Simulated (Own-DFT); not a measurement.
Hf₃₁SiO₆₄ (monoclinic hafnia with substituted atoms, atoms displaced), Hf₃₂O₆₃ (monoclinic hafnia with one neutral oxygen vacancy, atoms displaced) (calculated)

A calculation, not a measurement: plane-wave PBE and HSE06 DFT by an unreviewed code, no spin, of a simulated cell at Gamma alone, so results move with cell size and shape, stress positive in tension, energies less offsets, not probed for a lower state with spin; hafnium file: forces about 75 meV/angstrom off all-electron values; oxygen file: force components 24 meV/angstrom off all-electron in a glass; k mesh not checked against a denser one; forces and stress are PBE's, HSE06 gives the energy alone, and its difference from PBE has offsets of its own; offsets are fitted by least squares, one for each functional and potential file, so energies compare only between cells with the same atoms and settings and are not formation energies; the far tail of each file's local potential was reset to the Coulomb form; each entry is a single point on an unrelaxed cell, so the pressure reflects the starting lattice, mostly measured values, from which strain is counted, and rises with the displacements; printed positions are rounded, which can move forces by about a meV/angstrom; the program is a retired in-house code; no spin-orbit coupling. Program: Own-DFT development build.

Common to all runs: first functional PBE; second functional HSE06; exact exchange share 0.25; screening 0.11 1/bohr; exchange divergence Gygi-Baldereschi; potential files PseudoDojo norm-conserving, scalar-relativistic, made for PBE, standard set; wave cutoff 48 hartree; occupations fixed; k mesh 1 x 1 x 1 centred on Gamma.

(1) Hf₃₁SiO₆₄ (monoclinic hafnia with substituted atoms, atoms displaced)

```
Hf31SiO64
1.0
     10.2340     0.0000     0.0000
      0.0000    10.3500     0.0000
     -1.6955     0.0000    10.4453
Hf O Hf O Hf O Hf O Hf O Hf Si Hf O Hf O Hf O
4 8 4 8 4 8 4 8 4 8 2 1 1 8 4 8 4 8
Direct
  0.14338 0.02025 0.09778
  0.36038 0.28142 0.15028
  0.34797 0.47860 0.39623
  0.14509 0.22844 0.35654
  0.03154 0.16957 0.17354
  0.46047 0.41994 0.07112
  0.46229 0.34011 0.32951
  0.03266 0.08623 0.42423
  0.22714 0.37729 0.24290
  0.27615 0.12658 0.00719
  0.27633 0.11803 0.26244
  0.22112 0.37472 0.48475
  0.13435 0.02019 0.59692
  0.36055 0.25808 0.65012
  0.36290 0.47767 0.89187
  0.13526 0.23562 0.85108
  0.04984 0.15452 0.67724
  0.46388 0.40551 0.56769
  0.46094 0.33213 0.82389
  0.03877 0.08475 0.92233
  0.22209 0.38511 0.74127
  0.27489 0.12391 0.51246
  0.27184 0.12134 0.75704
  0.23327 0.36786 0.98959
  0.13952 0.52657 0.09813
  0.36079 0.76496 0.15415
  0.35408 0.98068 0.39220
  0.13856 0.72852 0.35936
  0.03085 0.66705 0.17161
  0.45468 0.90628 0.07164
  0.45773 0.84459 0.32338
  0.03124 0.58402 0.41972
  0.22392 0.88457 0.23741
  0.27372 0.63251 0.99701
  0.27682 0.62556 0.25812
  0.22410 0.87318 0.48673
  0.13575 0.52405 0.60471
  0.36246 0.76262 0.63852
  0.37131 0.97280 0.90251
  0.13891 0.72977 0.85577
  0.03265 0.66689 0.66935
  0.47074 0.91822 0.57032
  0.47217 0.83046 0.83190
  0.03282 0.58182 0.91979
  0.22557 0.87976 0.74264
  0.27301 0.62625 0.51431
  0.27311 0.61839 0.76370
  0.22696 0.87636 0.99173
  0.63421 0.02141 0.10431
  0.86876 0.26913 0.14535
  0.86435 0.47449 0.39625
  0.64244 0.22098 0.35852
  0.53680 0.17300 0.17261
  0.95976 0.41841 0.08706
  0.96579 0.33382 0.33716
  0.54009 0.07780 0.42230
  0.73335 0.37872 0.24442
  0.77906 0.13718 0.01649
  0.77532 0.12018 0.25433
  0.71734 0.37446 0.49510
  0.63241 0.02661 0.60429
  0.86608 0.26585 0.64521
  0.85688 0.48091 0.89055
  0.64340 0.22949 0.85416
  0.54039 0.17085 0.67504
  0.95933 0.41840 0.57526
  0.96241 0.33126 0.82990
  0.53064 0.09246 0.92136
  0.72048 0.38740 0.73996
  0.77795 0.12883 0.51508
  0.76830 0.12129 0.76226
  0.72829 0.36537 0.99576
  0.64704 0.52056 0.10114
  0.86749 0.76706 0.14423
  0.86149 0.98640 0.39883
  0.65076 0.73332 0.35453
  0.54121 0.66802 0.16875
  0.95656 0.91602 0.08134
  0.96586 0.83608 0.33589
  0.53361 0.58986 0.41988
  0.72612 0.87302 0.23674
  0.78093 0.63129 0.01188
  0.77172 0.62657 0.25894
  0.72334 0.87072 0.48694
  0.63410 0.52204 0.60620
  0.86560 0.77590 0.64200
  0.85635 0.98261 0.89607
  0.63072 0.72960 0.85277
  0.53947 0.66830 0.66482
  0.96287 0.90762 0.57934
  0.96483 0.83034 0.83268
  0.54590 0.59176 0.92355
  0.72094 0.88586 0.74131
  0.76985 0.62762 0.50888
  0.78078 0.62077 0.76567
  0.72288 0.86987 0.99624
```

* PBE energy of cell above offsets: -86.425 eV
* HSE06 less PBE above offsets: 0.381 eV
* PBE pressure: 4.01 GPa
* PBE stress xx: -3.9 GPa
* PBE stress yy: -4.11 GPa
* PBE stress zz: -4.01 GPa
* PBE stress yz: 0.07 GPa
* PBE stress xz: 0.29 GPa
* PBE stress xy: 0.15 GPa

Force:
| element | x (eV/Å) | y (eV/Å) | z (eV/Å) |
| --- | --- | --- | --- |
| Hf | -1.129 | 0.267 | 0.246 |
| Hf | 1.759 | -1.54 | -0.752 |
| Hf | 4.123 | -0.028 | 0.216 |
| Hf | -1.55 | 0.308 | -0.838 |
| O | 2.122 | -1.072 | 0.431 |
| O | 1.058 | 0.4 | 0.565 |
| O | 0.578 | -0.833 | -0.438 |
| O | 0.137 | 0.217 | -0.03 |
| O | -1.292 | 0.889 | -0.708 |
| O | 0.188 | 0.766 | 0.669 |
| O | -0.189 | 1.105 | -0.5 |
| O | -0.94 | -0.878 | 0.918 |
| Hf | 1.395 | -1.916 | 1.777 |
| Hf | 0.456 | 1.903 | -0.035 |
| Hf | 0.674 | 0.013 | 0.494 |
| Hf | 1.456 | -1.629 | 1.467 |
| O | -3.778 | 2.734 | -0.409 |
| O | -0.442 | 0.485 | 0.848 |
| O | 0.651 | 0.026 | 0.177 |
| O | -1.173 | -0.181 | -0.302 |
| O | -0.221 | -0.711 | -0.6 |
| O | 0.156 | 0.61 | -0.592 |
| O | 1.094 | 0.002 | 0.372 |
| O | -1.309 | 0.808 | 0.012 |
| Hf | -1.536 | -0.916 | -0.034 |
| Hf | 1.424 | 0.682 | -0.773 |
| Hf | 1.524 | -0.604 | 0.011 |
| Hf | -1.414 | 0.958 | -1.377 |
| O | 2.2 | -0.905 | 0.483 |
| O | 2.437 | 1.392 | 1.014 |
| O | 1.308 | -1.202 | -0.075 |
| O | 0.953 | 0.36 | 0.272 |
| O | -0.85 | -0.89 | 0.33 |
| O | -0.343 | -0.344 | 1.756 |
| O | -0.916 | -0.771 | 0.234 |
| O | 0.032 | -1.007 | 0.262 |
| Hf | -0.839 | -0.813 | 0.553 |
| Hf | 0.478 | 2.265 | 1.512 |
| Hf | -1.904 | 1.084 | -1.734 |
| Hf | -0.401 | 1.164 | -0.788 |
| O | 0.554 | -0.084 | 0.154 |
| O | -1.687 | -1.242 | 0.966 |
| O | -1.687 | 0.633 | -1.356 |
| O | -1.724 | -1.684 | 0.048 |
| O | 0.476 | -0.673 | -0.74 |
| O | 0.015 | 0.357 | -0.519 |
| O | 0.706 | 0.803 | -1.377 |
| O | -1.131 | -1.176 | -0.272 |
| Hf | 0.375 | -0.422 | 0.234 |
| Hf | -1.367 | 0.748 | 1.067 |
| Hf | -1.975 | 0.917 | -0.4 |
| Hf | -1.122 | 2.611 | -1.184 |
| O | -0.222 | -0.486 | 0.217 |
| O | 1.695 | 1.882 | -1.943 |
| O | 1.432 | -1.337 | -0.363 |
| O | -0.268 | 0.801 | -0.495 |
| O | -0.755 | 0.102 | -0.394 |
| O | -0.678 | -1.866 | -1.516 |
| O | -0.304 | -0.577 | 1.488 |
| O | 0.848 | -1.519 | -0.505 |
| Hf | 0.512 | -1.866 | 0.173 |
| Hf | -0.49 | 1.797 | 0.33 |
| Si | 1.046 | 0.82 | 0.349 |
| Hf | -0.832 | 1.209 | 0.952 |
| O | -0.861 | 0.055 | -0.448 |
| O | 0.616 | -0.764 | 1.104 |
| O | -1.883 | 1.886 | 0.216 |
| O | 0.638 | -0.686 | 0.666 |
| O | 1.249 | -0.974 | 1.584 |
| O | 0.512 | -0.054 | -0.313 |
| O | 1.37 | 0.549 | -0.144 |
| O | 0.375 | 1.684 | -1.957 |
| Hf | -0.752 | 0.347 | 1.194 |
| Hf | -1.915 | 1.057 | 0.376 |
| Hf | -0.278 | -1.995 | -1.545 |
| Hf | -2.426 | -1.213 | -0.306 |
| O | -1.048 | 0.125 | -0.008 |
| O | 1.719 | 1.453 | -0.675 |
| O | 0.494 | -0.29 | -0.088 |
| O | -0.96 | -0.15 | 0.134 |
| O | -0.337 | 1.534 | 0.311 |
| O | 0.61 | -1.486 | -1.027 |
| O | 1.275 | -1.225 | 0.276 |
| O | 0.466 | 0.945 | 0.546 |
| Hf | 0.589 | -0.861 | -2.221 |
| Hf | -2.475 | -2.183 | 1.611 |
| Hf | 0.94 | -1.451 | 0.983 |
| Hf | 3.747 | 0.795 | 0.42 |
| O | -1.489 | 1.127 | 0.852 |
| O | 1.804 | 2.625 | -0.94 |
| O | -0.459 | 0.712 | -0.27 |
| O | -2.308 | -2.63 | 0.093 |
| O | 0.576 | -0.246 | -0.376 |
| O | 0.9 | 0.511 | 0.607 |
| O | 0.278 | -1.74 | 1.032 |
| O | -0.359 | 0.595 | -1.231 |

(2) Hf₃₁SiO₆₄ (monoclinic hafnia with substituted atoms, atoms displaced)

```
Hf31SiO64
1.0
     10.2340     0.0000     0.0000
      0.0000    10.3500     0.0000
     -1.6955     0.0000    10.4453
Hf O Hf O Si Hf O Hf O Hf O Hf O Hf O Hf O
4 8 4 8 1 3 8 4 8 4 8 4 8 4 8 4 8
Direct
  0.13927 0.02198 0.10539
  0.37183 0.26790 0.14381
  0.36099 0.48006 0.39754
  0.14599 0.23600 0.35711
  0.03820 0.17391 0.17070
  0.46506 0.41689 0.07739
  0.45694 0.33216 0.33060
  0.03244 0.08564 0.42277
  0.22037 0.38286 0.23860
  0.27542 0.13275 0.00571
  0.27775 0.12135 0.26730
  0.22225 0.37822 0.49261
  0.13754 0.01352 0.60220
  0.36728 0.27545 0.64415
  0.36259 0.47261 0.89510
  0.15075 0.23129 0.85500
  0.03173 0.16962 0.66431
  0.46524 0.42472 0.58400
  0.46434 0.33563 0.82278
  0.03136 0.08685 0.91717
  0.22136 0.38414 0.74321
  0.27205 0.13412 0.51361
  0.27768 0.12663 0.75542
  0.21961 0.36800 0.99092
  0.14320 0.52302 0.10218
  0.36283 0.77595 0.13474
  0.37115 0.97234 0.39363
  0.13986 0.73354 0.35100
  0.03897 0.66132 0.17426
  0.46041 0.92034 0.08587
  0.46233 0.83785 0.32380
  0.04631 0.58413 0.41907
  0.22037 0.87261 0.23923
  0.27520 0.61898 0.00502
  0.26688 0.61848 0.26023
  0.22638 0.87628 0.48385
  0.13342 0.52152 0.61067
  0.36587 0.77281 0.64602
  0.35559 0.97224 0.89947
  0.14022 0.73569 0.85271
  0.03619 0.66952 0.67867
  0.45602 0.91100 0.57011
  0.45387 0.83858 0.82099
  0.04242 0.58506 0.92537
  0.22825 0.88342 0.74938
  0.27592 0.62472 0.50449
  0.28100 0.62766 0.76348
  0.22674 0.87002 0.98539
  0.63982 0.01933 0.10709
  0.85568 0.27058 0.14639
  0.86380 0.47173 0.39619
  0.63253 0.23482 0.35087
  0.53703 0.16418 0.17328
  0.96185 0.41653 0.08487
  0.96827 0.33489 0.32775
  0.53576 0.08504 0.41937
  0.73797 0.37141 0.24605
  0.77676 0.14194 0.00175
  0.77342 0.12395 0.26102
  0.71916 0.37287 0.49660
  0.64107 0.02318 0.60740
  0.85283 0.27371 0.64466
  0.86997 0.48325 0.89851
  0.63931 0.22414 0.86089
  0.52807 0.16134 0.67925
  0.96787 0.41976 0.57723
  0.96344 0.33455 0.81985
  0.53975 0.08670 0.92151
  0.72062 0.38357 0.74148
  0.78560 0.12824 0.51384
  0.77551 0.11419 0.75488
  0.72379 0.37357 0.99260
  0.63082 0.51730 0.10720
  0.86529 0.76144 0.14974
  0.86994 0.98031 0.39783
  0.64686 0.73517 0.35391
  0.53390 0.66508 0.17017
  0.96216 0.91715 0.08036
  0.95886 0.84245 0.32443
  0.54379 0.58447 0.42140
  0.72795 0.88596 0.24967
  0.77693 0.63353 0.01264
  0.77114 0.62872 0.26797
  0.72946 0.87570 0.48827
  0.64323 0.52413 0.59858
  0.85545 0.76771 0.64423
  0.85868 0.97986 0.89981
  0.64192 0.73775 0.84789
  0.53813 0.67284 0.66950
  0.96032 0.91642 0.57240
  0.96602 0.84162 0.82019
  0.53397 0.58309 0.92271
  0.72241 0.88642 0.74252
  0.77906 0.62675 0.50607
  0.77716 0.62266 0.76449
  0.73545 0.86525 0.99091
```

* PBE energy of cell above offsets: -86.748 eV
* HSE06 less PBE above offsets: 0.369 eV
* PBE pressure: 3.51 GPa
* PBE stress xx: -3.3 GPa
* PBE stress yy: -3.67 GPa
* PBE stress zz: -3.56 GPa
* PBE stress yz: -0.82 GPa
* PBE stress xz: 0.07 GPa
* PBE stress xy: -0.63 GPa

Force:
| element | x (eV/Å) | y (eV/Å) | z (eV/Å) |
| --- | --- | --- | --- |
| Hf | -1.994 | 1.28 | 0.326 |
| Hf | -3.263 | 0.478 | 0.423 |
| Hf | -0.931 | 1.808 | 0.104 |
| Hf | -1.279 | -1.009 | -0.055 |
| O | 0.33 | -1.079 | -0.126 |
| O | -0.231 | -0.843 | 0.336 |
| O | 1.164 | -0.708 | -0.583 |
| O | 1.2 | 0.539 | -0.305 |
| O | 0.486 | 0.943 | -1.356 |
| O | 0.588 | -0.835 | 0.951 |
| O | 0.491 | -0.172 | -1.232 |
| O | 0.555 | -0.491 | -0.205 |
| Hf | -0.527 | 2.796 | -0.037 |
| Hf | -1.408 | -0.707 | -0.103 |
| Hf | -0.27 | 1.968 | -0.698 |
| Hf | -3.102 | -0.694 | -1.911 |
| O | 0.53 | -0.384 | 0.518 |
| O | 0.507 | 0.114 | -0.755 |
| O | 0.372 | -0.456 | 0.992 |
| O | 0.622 | -0.333 | 0.881 |
| O | 0.453 | -0.242 | -0.049 |
| O | 0.405 | -0.029 | -0.28 |
| O | -0.013 | -0.902 | 1.181 |
| O | 0.35 | 1.244 | 1.15 |
| Si | -1.6 | 0.207 | -0.023 |
| Hf | -1.296 | -3.119 | 2.672 |
| Hf | -2.261 | 2.041 | 0.193 |
| Hf | -0.247 | -1.108 | 0.854 |
| O | 0.548 | -1.136 | -1.475 |
| O | 1.462 | 1.281 | -1.046 |
| O | 1.567 | -1.873 | -1.022 |
| O | -2.157 | -0.646 | 0.474 |
| O | 0.735 | 1.061 | -1.491 |
| O | -0.956 | 0.468 | 2.139 |
| O | 1.037 | -0.366 | -1.318 |
| O | -0.842 | -0.569 | 0.752 |
| Hf | 1.334 | 0.688 | -1.423 |
| Hf | -1.454 | -1.687 | -0.917 |
| Hf | 1.217 | 3.244 | -1.792 |
| Hf | -0.709 | -1.518 | -0.441 |
| O | -0.643 | 0.129 | -0.597 |
| O | 2.466 | 1.374 | 0.748 |
| O | 2.511 | -0.627 | 1.371 |
| O | -0.038 | -0.597 | 1.516 |
| O | -0.875 | -0.082 | -1.461 |
| O | 0.477 | 1.32 | 1.244 |
| O | -0.296 | -0.42 | -0.135 |
| O | -0.594 | -0.014 | 1.249 |
| Hf | 1.05 | -0.039 | 0.111 |
| Hf | 2.856 | -0.151 | -0.171 |
| Hf | 1.912 | 1.381 | 0.285 |
| Hf | 1.039 | -1.336 | 1.718 |
| O | -0.021 | 0.227 | -0.34 |
| O | 1.96 | 1.795 | -0.784 |
| O | 0.102 | -0.203 | 0.465 |
| O | 0.656 | 0.305 | 0.613 |
| O | -2.673 | 1.671 | -0.043 |
| O | -0.002 | -2.021 | 1.236 |
| O | -0.207 | -0.113 | -0.691 |
| O | 0.314 | -0.378 | -1.318 |
| Hf | -0.329 | 0.581 | -1.188 |
| Hf | 2.185 | -0.789 | 1.141 |
| Hf | -0.352 | -1.44 | 0.499 |
| Hf | 0.526 | 2.323 | -2.199 |
| O | 1.248 | -0.573 | -0.679 |
| O | -1.301 | -0.363 | -0.341 |
| O | 0.091 | 0.525 | 0.9 |
| O | -1.512 | -2.024 | 1.361 |
| O | 0.123 | -0.192 | -0.084 |
| O | -1.67 | 0.391 | -0.345 |
| O | -0.556 | 1.097 | 0.538 |
| O | -0.37 | 0.216 | 0.155 |
| Hf | 1.844 | 1.379 | -1.265 |
| Hf | 0.412 | 0.924 | -0.325 |
| Hf | -1.172 | 1.709 | -0.141 |
| Hf | -1.61 | -0.026 | 0.357 |
| O | -0.447 | 0.75 | 0.117 |
| O | 0.865 | 0.318 | -0.043 |
| O | 2.211 | -2.436 | -0.415 |
| O | -0.837 | -0.167 | -0.515 |
| O | -1.022 | -0.392 | -1.995 |
| O | -0.424 | -0.925 | -0.2 |
| O | 1.06 | -1.441 | -0.933 |
| O | -1.292 | -0.869 | 0.946 |
| Hf | -1.326 | -0.359 | 1.374 |
| Hf | 1.629 | 1.096 | 0.189 |
| Hf | 2.291 | 0.595 | -0.587 |
| Hf | -1.255 | -2.002 | 1.207 |
| O | 0.44 | 0.143 | 0.152 |
| O | 0.676 | -0.953 | 1.172 |
| O | -0.306 | -0.276 | 0.405 |
| O | 0.422 | 0.536 | 0.04 |
| O | -0.353 | -1.287 | -0.272 |
| O | 0.338 | 0.737 | 0.945 |
| O | 0.175 | 0.766 | -0.653 |
| O | -1.809 | 0.956 | 0.369 |

(3) Hf₃₂O₆₃ (monoclinic hafnia with one neutral oxygen vacancy, atoms displaced)

```
Hf32O63
1.0
     10.2340     0.0000     0.0000
      0.0000    10.3500     0.0000
     -1.6955     0.0000    10.4453
Hf O Hf O Hf O Hf O Hf O Hf O Hf O Hf O
4 8 4 8 4 8 4 7 4 8 4 8 4 8 4 8
Direct
  0.13686 0.02588 0.10585
  0.36052 0.26786 0.14602
  0.36591 0.47864 0.40010
  0.13971 0.23781 0.35524
  0.03876 0.17103 0.17679
  0.46218 0.41183 0.07917
  0.46541 0.32954 0.32199
  0.03019 0.08473 0.42067
  0.22105 0.37947 0.24083
  0.27171 0.12512 0.00626
  0.27753 0.12140 0.26341
  0.23137 0.37106 0.49909
  0.14800 0.02356 0.60076
  0.35720 0.26397 0.64172
  0.37323 0.48275 0.89492
  0.14502 0.22443 0.85099
  0.02926 0.16818 0.66727
  0.46210 0.41507 0.57501
  0.46607 0.33475 0.83243
  0.03672 0.08522 0.91161
  0.22381 0.37493 0.74068
  0.28190 0.13206 0.50706
  0.27496 0.12426 0.75693
  0.22249 0.37383 0.99423
  0.13807 0.52248 0.10273
  0.36891 0.77196 0.14207
  0.36499 0.98867 0.39773
  0.13320 0.73442 0.35719
  0.03430 0.66890 0.16542
  0.46100 0.91271 0.07499
  0.46312 0.83521 0.33020
  0.03958 0.58397 0.42853
  0.22455 0.88083 0.23627
  0.26769 0.63082 0.01276
  0.27492 0.61257 0.26149
  0.21695 0.87557 0.49821
  0.13394 0.52747 0.60663
  0.35786 0.76825 0.64912
  0.36151 0.98137 0.90056
  0.13714 0.72914 0.85660
  0.03901 0.66793 0.68244
  0.46187 0.91586 0.57367
  0.46126 0.84203 0.82495
  0.04470 0.57272 0.91453
  0.22269 0.88181 0.74455
  0.27526 0.62961 0.51450
  0.27754 0.62300 0.75839
  0.63835 0.01600 0.10396
  0.85719 0.27481 0.14762
  0.86329 0.47377 0.39438
  0.64502 0.23639 0.35901
  0.52394 0.16610 0.17598
  0.96274 0.41403 0.07145
  0.97031 0.33134 0.32406
  0.53996 0.08501 0.42181
  0.72482 0.37871 0.23082
  0.77156 0.13183 0.00203
  0.78211 0.12135 0.26568
  0.73059 0.37959 0.49196
  0.64135 0.01571 0.60697
  0.86034 0.27188 0.64538
  0.86051 0.48716 0.89121
  0.64381 0.22606 0.85383
  0.53801 0.15511 0.67338
  0.95356 0.41745 0.57374
  0.96862 0.33421 0.82449
  0.53232 0.08640 0.91978
  0.72373 0.38158 0.74231
  0.77858 0.13542 0.51800
  0.77831 0.11635 0.76226
  0.71440 0.37982 0.98688
  0.64162 0.52156 0.10817
  0.86779 0.76947 0.14926
  0.86170 0.97563 0.40683
  0.63524 0.73732 0.36128
  0.54198 0.65872 0.17650
  0.95496 0.91095 0.07920
  0.96210 0.83036 0.32503
  0.53008 0.58923 0.42396
  0.72403 0.88081 0.24287
  0.77258 0.62093 0.00805
  0.78134 0.62711 0.26249
  0.72285 0.87013 0.48172
  0.63381 0.51628 0.59787
  0.86877 0.77367 0.64493
  0.85968 0.98430 0.90230
  0.64036 0.72521 0.85350
  0.53616 0.66303 0.67391
  0.96193 0.91880 0.57817
  0.95474 0.84019 0.82692
  0.53429 0.58525 0.92678
  0.72132 0.87798 0.73881
  0.78186 0.62967 0.50893
  0.78135 0.62360 0.76071
  0.73050 0.86052 0.99173
```

* PBE energy of cell above offsets: -91.256 eV
* HSE06 less PBE above offsets: 0.108 eV
* PBE pressure: 4.76 GPa
* PBE stress xx: -4.6 GPa
* PBE stress yy: -4.64 GPa
* PBE stress zz: -5.05 GPa
* PBE stress yz: 0.14 GPa
* PBE stress xz: 0.13 GPa
* PBE stress xy: -0.69 GPa

Force:
| element | x (eV/Å) | y (eV/Å) | z (eV/Å) |
| --- | --- | --- | --- |
| Hf | -0.559 | -0.691 | -0.059 |
| Hf | -0.732 | 1.341 | -0.555 |
| Hf | -1.02 | -0.01 | -1.605 |
| Hf | 0.368 | -1.098 | -0.352 |
| O | -0.291 | -0.507 | -0.933 |
| O | 0.861 | 1.031 | -0.209 |
| O | 0.116 | 1.024 | 1.486 |
| O | 1.103 | 0.183 | 0.477 |
| O | 0.048 | -0.498 | 0.663 |
| O | 0.18 | -0.042 | 0.756 |
| O | -0.365 | 0.275 | -0.434 |
| O | -0.928 | -0.046 | -1.004 |
| Hf | -2.382 | 0.35 | 0.715 |
| Hf | 1.163 | 1.752 | 2.055 |
| Hf | -2.207 | -1.791 | 0.639 |
| Hf | -1.764 | 2.715 | 0.124 |
| O | 1.338 | -0.734 | -0.142 |
| O | 1.016 | -0.37 | 0.639 |
| O | 0.491 | -0.734 | -1.061 |
| O | -0.948 | -1.328 | 1.633 |
| O | 0.219 | 0.662 | -0.697 |
| O | -0.606 | -0.508 | 0.026 |
| O | 0.635 | -0.72 | -0.488 |
| O | 0.431 | -0.79 | -0.676 |
| Hf | 0.238 | -1.439 | 0.198 |
| Hf | -1.73 | -1.648 | 1.163 |
| Hf | 0.647 | -1.435 | -0.512 |
| Hf | 1.647 | -0.848 | -0.923 |
| O | 0.398 | -0.017 | 0.772 |
| O | 1.499 | 1.076 | 0.168 |
| O | -0.011 | 0.084 | -0.416 |
| O | -0.641 | -0.013 | -0.584 |
| O | -0.124 | -0.13 | -0.132 |
| O | 1.138 | 1.261 | -0.288 |
| O | -0.247 | 1.193 | 0.34 |
| O | 0.398 | -0.631 | -1.174 |
| Hf | 0.656 | -1.965 | 0.514 |
| Hf | 0.992 | 0.887 | 0.137 |
| Hf | -0.313 | -0.676 | -1.332 |
| Hf | 0.155 | 0.552 | 0.911 |
| O | -0.63 | 0.371 | -1.055 |
| O | 0.173 | -0.14 | 0.286 |
| O | 1.121 | -1.249 | 0.147 |
| O | -0.926 | 0.712 | 0.003 |
| O | -0.389 | 0.111 | 0.032 |
| O | -0.057 | 0.21 | -0.265 |
| O | -0.171 | -0.028 | 0.564 |
| Hf | -0.565 | 1.014 | 0.426 |
| Hf | 1.611 | -0.559 | -1.743 |
| Hf | 0.594 | 2.24 | -0.141 |
| Hf | -1.37 | -1.703 | -1.023 |
| O | 2.763 | -1.939 | -0.314 |
| O | -0.307 | 0.072 | 0.688 |
| O | -1.471 | 1.284 | 0.403 |
| O | 0.159 | 0.162 | 0.019 |
| O | -0.278 | -0.258 | 2.129 |
| O | 0.117 | -0.1 | 1.863 |
| O | -0.889 | 0.488 | -0.543 |
| O | -1.49 | -1.038 | -1.29 |
| Hf | -0.71 | 0.459 | -0.013 |
| Hf | 0.946 | 0.145 | 2.044 |
| Hf | 0.798 | -2.153 | 0.529 |
| Hf | -1.167 | 1.299 | -0.283 |
| O | -0.831 | 1.23 | 0.08 |
| O | 2.047 | 0.905 | 0.178 |
| O | -0.525 | 0.117 | -0.018 |
| O | 0.226 | -0.43 | 1.036 |
| O | -0.251 | -0.209 | -0.692 |
| O | -0.585 | -0.982 | -1.156 |
| O | -0.147 | 0.457 | -0.262 |
| O | 0.716 | -1.365 | -0.139 |
| Hf | -0.281 | -0.361 | -0.903 |
| Hf | -2.135 | -1.283 | -0.515 |
| Hf | 0.843 | 1.562 | -2.46 |
| Hf | 0.587 | -1.843 | -1.808 |
| O | -1.51 | 1.747 | 0.201 |
| O | 2.74 | 2.815 | -0.262 |
| O | 0.2 | 0.567 | 1.186 |
| O | 0.465 | -0.322 | 0.296 |
| O | -0.38 | 0.223 | -0.445 |
| O | 0.586 | 0.916 | 0.192 |
| O | -0.215 | -1.141 | 0.426 |
| O | -0.167 | 0.777 | 2.111 |
| Hf | 0.575 | 1.228 | 1.329 |
| Hf | -1.442 | -0.782 | 0.938 |
| Hf | 0.717 | -0.877 | -1.277 |
| Hf | -0.183 | 0.709 | -0.289 |
| O | -0.325 | 0.146 | 0.07 |
| O | 1.009 | 0.112 | 0.34 |
| O | 1.652 | -1.191 | 0.2 |
| O | 0.446 | 0.958 | -0.173 |
| O | -0.096 | -0.294 | -0.233 |
| O | -0.622 | 0.152 | 0.255 |
| O | -0.439 | 0.35 | -0.41 |
| O | -1.406 | 0.994 | -0.102 |
